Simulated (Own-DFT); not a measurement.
# Response to strain: fcc Cu, 16 atoms (Cu16)

All numbers below are calculated, not measured. The program, named Own-DFT, is a retired in-house plane-wave density functional code that no person has reviewed. Each row is one single-point run on a periodic cell that was not relaxed, without spin or spin-orbit coupling.

Settings of every run: PBE; PseudoDojo norm-conserving scalar-relativistic files; cutoff 50 hartree; 7 x 7 x 5 k mesh centred on Gamma; cold (Marzari-Vanderbilt) smearing of 0.2 eV.

Known limits: forces on such cells failed a check on a denser k mesh; stress not checked against mesh or cutoff.

Unstrained cell vectors in Å: (3.615, 3.615, 0.000); (-3.615, 3.615, 0.000); (0.000, 0.000, 7.230). The unstrained cell has measured lattice constants (interpolated for alloys), not those of this functional. That, the random moves and any unrelaxed bonds set the pressure at no strain. Each run strains this cell uniformly, with the atoms carried along. Every atom was also moved at random, by a Gaussian of width 0.05 Å on each axis. Strain is the symmetric tensor, in per cent. Stress is positive in tension, and the pressure is minus a third of its trace.

| run | e_xx (%) | e_yy (%) | e_zz (%) | e_yz (%) | e_xz (%) | e_xy (%) | s_xx (GPa) | s_yy (GPa) | s_zz (GPa) | s_yz (GPa) | s_xz (GPa) | s_xy (GPa) | P (GPa) | E (meV/atom) |
|---|---|---|---|---|---|---|---|---|---|---|---|---|---|---|
| 1 | -0.37 | -1.79 | 0.10 | 0.31 | 1.80 | 0.31 | -6.52 | -7.03 | -5.92 | 0.69 | 3.59 | 0.39 | 6.49 | 18.5 |
| 2 | 1.90 | 1.01 | -1.40 | 0.20 | 0.88 | -0.24 | -0.03 | -0.70 | -1.22 | 0.54 | 1.68 | -0.28 | 0.65 | 3.7 |
| 3 | 1.77 | 1.07 | 0.56 | 1.55 | 0.02 | -0.05 | 2.70 | 1.62 | 2.41 | 2.63 | 0.00 | -0.24 | -2.24 | 0.0 |
| 4 | 0.58 | -1.77 | -1.20 | 1.40 | -0.60 | 0.30 | -6.47 | -8.74 | -7.74 | 3.70 | -0.47 | 1.09 | 7.65 | 31.0 |
| 5 | -0.62 | 0.03 | -0.71 | -0.41 | -0.75 | -1.73 | -6.29 | -5.68 | -5.77 | -0.43 | -1.65 | -3.40 | 5.91 | 29.1 |
| 6 | 0.20 | 1.37 | -1.98 | 1.05 | -1.10 | 0.71 | -4.79 | -3.02 | -4.50 | 1.71 | -2.65 | 1.33 | 4.11 | 20.2 |
| 7 | -1.89 | 0.56 | -1.50 | 0.80 | 1.99 | 0.90 | -9.25 | -6.11 | -8.88 | 1.37 | 4.42 | 1.32 | 8.08 | 26.9 |
| 8 | 0.24 | -1.35 | -1.55 | -1.18 | -1.60 | -1.96 | -7.21 | -8.64 | -8.31 | -2.39 | -3.06 | -3.32 | 8.06 | 30.6 |
| 9 | -0.88 | -1.85 | 1.45 | -1.90 | 0.21 | -1.06 | -6.06 | -6.70 | -4.30 | -3.54 | 0.17 | -1.75 | 5.69 | 26.3 |
| 10 | 0.79 | 1.57 | 1.04 | 0.63 | -0.80 | -1.29 | 1.74 | 2.38 | 2.39 | 1.07 | -1.45 | -1.94 | -2.17 | 2.3 |
| 11 | 0.04 | 1.34 | 0.42 | -1.22 | 1.37 | -1.04 | -1.80 | -0.54 | -0.73 | -1.60 | 2.33 | -1.79 | 1.02 | 20.9 |
| 12 | 0.21 | 1.94 | 0.00 | 1.26 | 0.59 | -0.81 | -1.46 | 0.11 | -0.39 | 2.07 | 0.74 | -1.53 | 0.58 | 20.6 |
| 13 | -0.30 | 1.85 | -0.50 | 0.11 | -0.93 | -0.75 | -1.94 | -0.13 | -1.10 | 0.09 | -1.95 | -1.04 | 1.06 | 0.2 |
| 14 | 0.11 | 0.51 | 0.80 | -0.12 | 0.39 | 0.11 | -1.02 | -0.64 | -0.10 | -0.12 | 0.40 | 0.24 | 0.59 | 1.6 |
| 15 | -0.42 | -1.42 | -1.07 | -0.77 | 1.87 | -0.18 | -8.91 | -9.16 | -9.03 | -1.61 | 3.53 | -1.29 | 9.04 | 43.1 |
| 16 | 1.29 | -0.26 | -1.10 | -0.45 | -0.01 | 0.08 | ? | ? | ? | ? | ? | ? | ? | ? |

E is the free energy for each atom above the lowest run shown.

## Worked fit

Each stress component was fitted by least squares to a constant and the strains of the runs shown, as fractions, with shears doubled. Shear strains stay in the fit of a normal stress only where such slopes are resolved. The slopes, in GPa:

```
stress,at no strain,per e_xx,per e_yy,per e_zz,scatter
s_xx,-3.7,228 ± 15,132 ± 10,154 ± 12,0.50
s_yy,-3.6,113 ± 15,220 ± 10,141 ± 13,0.53
s_zz,-3.2,165 ± 14,156 ± 9,211 ± 12,0.48
```

Each shear stress against twice its own strain: yz 94 ± 10, xz 100 ± 5, xy 95 ± 9 GPa. These are stiffnesses along x, y and z of the frame in which the cell vectors are given, which need not be the crystal's axes. The atoms are held to the strained lattice; where symmetry lets them move under strain, relaxing them would lower some slopes. The table should be nearly symmetric about its diagonal, and what it lacks of that shows the noise. A ninth of its sum, 169 ± 5 GPa, estimates the bulk modulus near the mean pressure of these runs, 3.6 GPa, so it lies above the value at zero pressure.

## Withheld run

Question: what normal stresses and pressure should run 16 give?

The fit gives s_xx = -2.8, s_yy = -4.2, s_zz = -3.8 and P = 3.6 GPa. The calculation gave -2.61, -3.93, -3.61 and P = 3.38 GPa.
